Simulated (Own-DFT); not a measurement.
# Energy and forces against displacement in beta-Si3N4, 112 atoms (N64Si48)

These are calculations, not measurements. They come from Own-DFT, an in-house plane-wave density functional program, since retired, whose code no person has reviewed. Each row is one single-point run on a periodic cell that was not relaxed, without spin or spin-orbit coupling.

Settings of every run: PBE; PseudoDojo norm-conserving scalar-relativistic files; cutoff 42 hartree; 2 x 2 x 4 k mesh centred on Gamma; Fermi-Dirac smearing of 0.1 eV.

Known limits, some of them of some rows only: some atoms lie very close together; forces on such cells moved up to 12 meV/angstrom on a denser k mesh; stress not checked against mesh or cutoff.

Cell vectors in Å: (15.212, 0.000, 0.000); (-7.606, 13.174, 0.000); (0.000, 0.000, 5.818). In each run every atom was moved at random and independently from its ideal site; u is the rms move along one axis. E is the free energy for each atom above the fitted value at u = 0, and F the rms of the force components.

| run | u (Å) | E (meV/atom) | F (eV/Å) | largest force (eV/Å) | P (GPa) |
|---|---|---|---|---|---|
| 1 | 0.0202 | 21.2 | 0.932 | 3.67 | 5.59 |
| 2 | 0.0205 | 17.2 | 0.828 | 3.53 | 5.51 |
| 3 | 0.0492 | 107.7 | 1.919 | 6.98 | 7.77 |
| 4 | 0.0500 | 113.8 | 2.012 | 7.75 | 8.02 |
| 5 | 0.0507 | ? | ? | ? | ? |
| 6 | 0.0974 | 440.4 | 4.456 | 24.23 | 16.93 |
| 7 | 0.0979 | 443.8 | 4.407 | 27.26 | 16.94 |
| 8 | 0.0988 | 448.9 | 4.421 | 28.83 | 16.58 |
| 9 | 0.1516 | 984.5 | 7.708 | 36.59 | 28.68 |

## Worked fit

For small independent moves the energy grows as E = (3/2) K u², with K the mean stiffness felt by one atom. The runs with u up to 0.11 Å give K = 30.6 ± 0.6 eV/Å², with residuals divided by u² + 0.0006 Å², since the noise grows with the moves. The scatter is 4.9 meV/atom at u = 0.05 Å. The forces follow F = G u with G = 43.1 eV/Å²; no force at u = 0 is resolved. G exceeds K because the moves of its neighbours add to the force on an atom, and stiffness differs between atoms. At u = 0.152 Å the parabola gives 1054 meV/atom and the run 984. The pressure follows P = 4.97 + 1231 u² GPa: at fixed volume, shortened bonds push harder than stretched ones pull.

## Withheld run

Question: what energy and rms force should run 5 give?

The fit gives 118 ± 5 meV/atom and about 2.18 eV/Å. The calculation gave 125.9 meV/atom and 2.243 eV/Å.
